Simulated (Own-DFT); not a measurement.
Simulation results for AlGa3N4 (wurtzite random alloy, strained, atoms displaced), InGa3P4 (zincblende random alloy, strained, atoms displaced)

A calculation, not a measurement: plane-wave PBE density functional theory by an unreviewed code, no spin, of a simulated periodic cell, stress positive in tension, free energy of the whole cell less one offset for each atom, forces on such cells passed a denser k mesh, this cell's mesh not checked; offsets are fitted by least squares, one for each functional and potential file, so energies compare only between cells with the same atoms and settings and are not formation energies; the far tail of each file's local potential was reset to the Coulomb form; each entry is a single point on an unrelaxed cell, so the pressure reflects the starting lattice, mostly measured values, from which strain is counted, and rises with the displacements; printed positions are rounded, which can move forces by about a meV/angstrom; the program is a retired in-house code; no spin-orbit coupling. Program: Own-DFT development build.

Settings shared by all entries: functional PBE.

(1) AlGa3N4 (wurtzite random alloy, strained, atoms displaced)

```
CELL_PARAMETERS angstrom
9.50920 0.00000 0.00000
-4.75460 8.23530 0.00000
0.00000 0.00000 10.31980
ATOMIC_POSITIONS crystal
Al 0.11671 0.22751 0.99696
Ga 0.21914 0.10714 0.24112
N 0.09580 0.20663 0.18942
N 0.23356 0.11669 0.43271
Al 0.11645 0.22733 0.49768
Ga 0.23034 0.10309 0.75012
N 0.11550 0.22451 0.68973
N 0.22441 0.11724 0.93460
Ga 0.11227 0.56357 0.00533
Al 0.21504 0.43413 0.25477
N 0.11055 0.54819 0.18853
N 0.21993 0.44480 0.43278
Ga 0.11493 0.56718 0.49304
Ga 0.23136 0.44623 0.74814
N 0.11358 0.55037 0.68753
N 0.21616 0.44904 0.94069
Ga 0.11540 0.88604 0.00753
Ga 0.21429 0.77439 0.24455
N 0.10604 0.87414 0.19279
N 0.23532 0.78933 0.43788
Ga 0.11052 0.88371 0.50180
Ga 0.22805 0.78028 0.74693
N 0.10180 0.88943 0.68186
N 0.22491 0.77509 0.93709
Al 0.44555 0.21911 0.00130
Ga 0.55239 0.10886 0.24263
N 0.44474 0.22028 0.19244
N 0.56596 0.12043 0.44136
Al 0.43917 0.22457 0.49734
Ga 0.56353 0.11011 0.75045
N 0.44013 0.21461 0.68477
N 0.55631 0.11303 0.94316
Ga 0.45146 0.55838 0.01122
Al 0.56177 0.44691 0.24687
N 0.45462 0.56616 0.18877
N 0.56466 0.44204 0.43484
Ga 0.44341 0.55743 0.49051
Ga 0.56159 0.44448 0.75469
N 0.44913 0.55473 0.68124
N 0.55353 0.44082 0.94496
Ga 0.44482 0.88179 0.99971
Ga 0.54889 0.77620 0.24724
N 0.44734 0.89087 0.19100
N 0.56173 0.78076 0.44333
Ga 0.44039 0.88631 0.49955
Ga 0.55687 0.76800 0.74262
N 0.45587 0.90339 0.69343
N 0.56030 0.79281 0.93447
Ga 0.77685 0.21743 0.99095
Al 0.88600 0.10671 0.25000
N 0.78181 0.21835 0.19463
N 0.88126 0.10188 0.44048
Ga 0.77709 0.21384 0.50335
Al 0.88893 0.10836 0.74569
N 0.78788 0.22174 0.69813
N 0.88762 0.10728 0.94147
Ga 0.78757 0.56835 0.99526
Ga 0.88527 0.44093 0.24643
N 0.77555 0.55754 0.19242
N 0.88555 0.43879 0.43509
Al 0.78494 0.55924 0.49574
Ga 0.88775 0.44956 0.73873
N 0.77369 0.55669 0.68893
N 0.89964 0.46087 0.93797
Ga 0.77801 0.88167 0.00506
Ga 0.88931 0.78119 0.24792
N 0.77115 0.88474 0.18800
N 0.88682 0.78018 0.44505
Ga 0.77059 0.89133 0.50598
Ga 0.89337 0.77828 0.74691
N 0.77102 0.88768 0.69565
N 0.88320 0.78079 0.93276
```

- potential files: PseudoDojo norm-conserving, scalar-relativistic, standard set with the stringent files for Ga
- wave cutoff: 96 hartree
- occupations: Gaussian
- smearing width: 0.01 eV
- k mesh: 4 x 4 x 3 centred on Gamma
- free energy of cell above offsets: -9.945 eV
- pressure: 5.6 GPa
- stress xx: -7.52 GPa
- stress yy: -5.92 GPa
- stress zz: -3.37 GPa
- stress yz: -0.4 GPa
- stress xz: 0.3 GPa
- stress xy: -0.43 GPa

Force:
| element | x (eV/Å) | y (eV/Å) | z (eV/Å) |
| --- | --- | --- | --- |
| Al | -1.303 | -0.472 | -0.177 |
| Ga | 0.268 | 0.077 | 1.34 |
| N | 0.922 | 1.908 | -0.744 |
| N | -1.872 | -0.418 | 0.488 |
| Al | -0.141 | -1.16 | 0.445 |
| Ga | -1.797 | 0.863 | -0.222 |
| N | -0.304 | -1.056 | -1.052 |
| N | 0.654 | -0.402 | 1.907 |
| Ga | 0.524 | -1.21 | -0.832 |
| Al | 0.266 | 0.374 | -1.677 |
| N | 0.488 | 0.234 | 1.085 |
| N | 0.08 | -0.526 | 0.283 |
| Ga | -0.049 | -1.443 | 0.677 |
| Ga | -0.59 | -0.393 | 0.683 |
| N | -0.323 | 1.405 | -0.894 |
| N | 1.762 | -0.681 | 0.312 |
| Ga | -0.743 | 0.506 | -1.867 |
| Ga | 2.758 | -0.83 | 1.277 |
| N | -1.21 | 2.004 | -1.011 |
| N | -1.873 | -1.454 | -0.982 |
| Ga | -0.568 | 1.439 | -1.356 |
| Ga | -0.19 | -0.376 | 0.046 |
| N | 2.113 | -0.294 | 1.142 |
| N | -0.717 | 1.256 | 0.037 |
| Al | -0.199 | 0.346 | 0.005 |
| Ga | 1.217 | 0.76 | 1.832 |
| N | -0.761 | 1.196 | -1.792 |
| N | -2.05 | -1.159 | -0.361 |
| Al | 2.222 | 0.182 | 0.053 |
| Ga | -0.68 | 1.752 | 0.651 |
| N | 1.235 | 1.248 | -0.367 |
| N | -1.036 | -0.132 | -0.259 |
| Ga | -1.197 | 0.298 | -2.646 |
| Al | -0.555 | -0.408 | 0.771 |
| N | -0.612 | -3.204 | 1.843 |
| N | -0.782 | 0.356 | -0.176 |
| Ga | 1.29 | -0.662 | 0.431 |
| Ga | -1.24 | -1.012 | -0.34 |
| N | 0.015 | -0.695 | 0.183 |
| N | 0.335 | -0.131 | -0.183 |
| Ga | -0.787 | 1.39 | 0.257 |
| Ga | 0.819 | 1.094 | 1.474 |
| N | -1.285 | -0.903 | -0.725 |
| N | -1.742 | -0.674 | -1.21 |
| Ga | 1.963 | 2.361 | 0.701 |
| Ga | -1.515 | 0.966 | 1.455 |
| N | -0.315 | -3.233 | -1.264 |
| N | 1.526 | -2.548 | -0.004 |
| Ga | 0.563 | 1.378 | 1.224 |
| Al | -0.816 | -0.686 | 0.434 |
| N | -0.327 | -0.206 | -1.189 |
| N | 1.931 | 1.722 | -0.932 |
| Ga | -0.116 | 1.072 | 0.072 |
| Al | 1.177 | 0.156 | 1.53 |
| N | -0.618 | 0.254 | -0.954 |
| N | 1.414 | 0.543 | -1.103 |
| Ga | -0.346 | -1.689 | 0.898 |
| Ga | -0.052 | -0.232 | 0.197 |
| N | 0.33 | -0.076 | -0.912 |
| N | 0.059 | 1.349 | 1.05 |
| Al | -0.815 | -0.712 | 0.087 |
| Ga | 1.184 | -0.286 | 1.588 |
| N | 0.754 | 0.205 | -1.584 |
| N | -0.747 | -1.604 | -0.619 |
| Ga | -1.327 | 1.606 | -0.966 |
| Ga | -1.079 | -0.756 | 1.484 |
| N | 0.569 | 0.936 | 0.897 |
| N | 0.508 | -0.622 | -0.717 |
| Ga | 1.71 | -0.428 | 0.408 |
| Ga | -1.604 | 0.014 | 0.213 |
| N | 1.683 | 1.123 | -0.852 |
| N | 1.949 | 0.402 | 0.514 |

(2) InGa3P4 (zincblende random alloy, strained, atoms displaced)

```
CELL_PARAMETERS angstrom
11.30660 0.00000 0.00000
0.00000 11.30660 0.00000
0.00000 0.00000 10.89400
ATOMIC_POSITIONS crystal
Ga 0.00184 0.00910 0.99719
Ga 0.99809 0.25408 0.25127
Ga 0.24556 0.99439 0.24935
Ga 0.24821 0.24397 0.99390
P 0.12405 0.12030 0.13130
P 0.12915 0.37305 0.37394
P 0.37552 0.12563 0.37052
P 0.37917 0.37617 0.12367
Ga 0.00416 0.99468 0.49336
In 0.99772 0.25148 0.75503
Ga 0.24817 0.00276 0.74604
Ga 0.24776 0.24541 0.50146
P 0.11901 0.12996 0.62260
P 0.12491 0.37568 0.87147
P 0.37316 0.12789 0.87400
P 0.37939 0.37718 0.62282
Ga 0.99543 0.50033 0.99805
In 0.00226 0.75046 0.25244
Ga 0.25210 0.49232 0.24660
In 0.25528 0.75365 0.99137
P 0.12400 0.62976 0.12203
P 0.12281 0.88071 0.37846
P 0.37289 0.62270 0.38009
P 0.37579 0.86937 0.12582
Ga 0.99403 0.49961 0.50493
Ga 0.00287 0.76141 0.75446
Ga 0.24470 0.49881 0.75435
In 0.25191 0.75001 0.50330
P 0.12793 0.62488 0.61260
P 0.12371 0.87276 0.87417
P 0.37121 0.63019 0.87625
P 0.37882 0.87345 0.62249
Ga 0.49428 0.99582 0.99558
Ga 0.49958 0.24937 0.24941
Ga 0.74778 0.00061 0.25464
Ga 0.75760 0.25467 0.00114
P 0.62188 0.12413 0.12360
P 0.61870 0.37602 0.37900
P 0.87598 0.12042 0.37701
P 0.88317 0.37688 0.11963
In 0.49874 0.99693 0.50722
Ga 0.49913 0.25284 0.75549
Ga 0.75552 0.99935 0.75615
Ga 0.75564 0.25129 0.50130
P 0.62233 0.12597 0.63350
P 0.62721 0.37869 0.87651
P 0.87526 0.11902 0.87642
P 0.87468 0.37231 0.62129
Ga 0.50135 0.50173 0.00684
In 0.49867 0.75122 0.24742
In 0.74109 0.49943 0.25282
Ga 0.75214 0.75154 0.99587
P 0.62093 0.62328 0.12504
P 0.62224 0.87692 0.37281
P 0.87073 0.63158 0.38209
P 0.86017 0.87211 0.12580
Ga 0.49256 0.50152 0.50266
In 0.49363 0.74663 0.75141
Ga 0.75195 0.49323 0.75047
Ga 0.75450 0.75005 0.49575
P 0.61881 0.63014 0.62738
P 0.63262 0.87299 0.87346
P 0.88793 0.63582 0.87615
P 0.87665 0.87136 0.62806
```

- potential files: PseudoDojo norm-conserving, scalar-relativistic, standard set
- wave cutoff: 42 hartree
- occupations: Fermi-Dirac
- smearing width: 0.1 eV
- k mesh: 3 x 3 x 3 centred on Gamma
- free energy of cell above offsets: -29.808 eV
- pressure: 2.95 GPa
- stress xx: -2.29 GPa
- stress yy: -2.2 GPa
- stress zz: -4.37 GPa
- stress yz: 0.01 GPa
- stress xz: 0.39 GPa
- stress xy: -0.2 GPa

Force:
| element | x (eV/Å) | y (eV/Å) | z (eV/Å) |
| --- | --- | --- | --- |
| Ga | -0.185 | -1.214 | 0.671 |
| Ga | 0.322 | -0.446 | 0.146 |
| Ga | 0.707 | 0.372 | 0.108 |
| Ga | -0.144 | 0.549 | 0.86 |
| P | -0.016 | 0.655 | -0.602 |
| P | -0.679 | 0.187 | 0.29 |
| P | -0.944 | 0.231 | -0.242 |
| P | -0.488 | -0.625 | -0.275 |
| Ga | -0.814 | 0.788 | 1.207 |
| In | -0.352 | -0.297 | -0.319 |
| Ga | -0.112 | -0.102 | -0.144 |
| Ga | 0.524 | 0.309 | -0.27 |
| P | 1.071 | -1.503 | -0.736 |
| P | 0.755 | 0.858 | 1.632 |
| P | 0.104 | -0.609 | -0.249 |
| P | -0.96 | -0.567 | 0.774 |
| Ga | 1.049 | 0.594 | -0.083 |
| In | -0.765 | 0.353 | -0.335 |
| Ga | -0.234 | 0.841 | 0.052 |
| In | -1.251 | 0.117 | 1.305 |
| P | 0.525 | -2.166 | -0.081 |
| P | 0.885 | 0.4 | -0.461 |
| P | 0.208 | -1.45 | -1.159 |
| P | -0.679 | 2.719 | -0.358 |
| Ga | 0.482 | 0.192 | -0.728 |
| Ga | 0.186 | -1.067 | -1.079 |
| Ga | 0.622 | 0.433 | -0.905 |
| In | 0.029 | 0.788 | -0.872 |
| P | -1.908 | -1.364 | 2.699 |
| P | -0.474 | 2.275 | -0.614 |
| P | 0.573 | -3.7 | -0.295 |
| P | -1.922 | 0.861 | 1.739 |
| Ga | 0.662 | 0.188 | 0.263 |
| Ga | 0.154 | 0.014 | -0.055 |
| Ga | -0.287 | 0.12 | -0.488 |
| Ga | -0.715 | -0.594 | -0.012 |
| P | 0.323 | 0.213 | -0.079 |
| P | -0.544 | -1.301 | 0.937 |
| P | -0.067 | 0.522 | -0.222 |
| P | -0.342 | -0.503 | 0.358 |
| In | 0.648 | 1.286 | -1.047 |
| Ga | 0.21 | 0.212 | -0.349 |
| Ga | -0.5 | -0.116 | -0.739 |
| Ga | -1.034 | -0.529 | -0.208 |
| P | 1.418 | 0.787 | 0.513 |
| P | -0.107 | -0.283 | 0.377 |
| P | -0.777 | 0.254 | 0.775 |
| P | -0.674 | 0.996 | -0.113 |
| Ga | -0.247 | 0.015 | -0.752 |
| In | 0.221 | -0.869 | 0.971 |
| In | 1.217 | -0.101 | -0.05 |
| Ga | -0.317 | -0.574 | 0.263 |
| P | 0.618 | 0.535 | -1.976 |
| P | 1.924 | -0.103 | 0.519 |
| P | 0.53 | -1.353 | 0.345 |
| P | 0.88 | 1.18 | -0.338 |
| Ga | 0.842 | 0.281 | 0.02 |
| In | 0.885 | 0.869 | 0.381 |
| Ga | -0.026 | 1.22 | -0.247 |
| Ga | -1.214 | 0.582 | 0.937 |
| P | 1.913 | -1.716 | -1.43 |
| P | -0.416 | 0.724 | 0.554 |
| P | -1.188 | -1.057 | -0.291 |
| P | -0.104 | 0.69 | -0.492 |
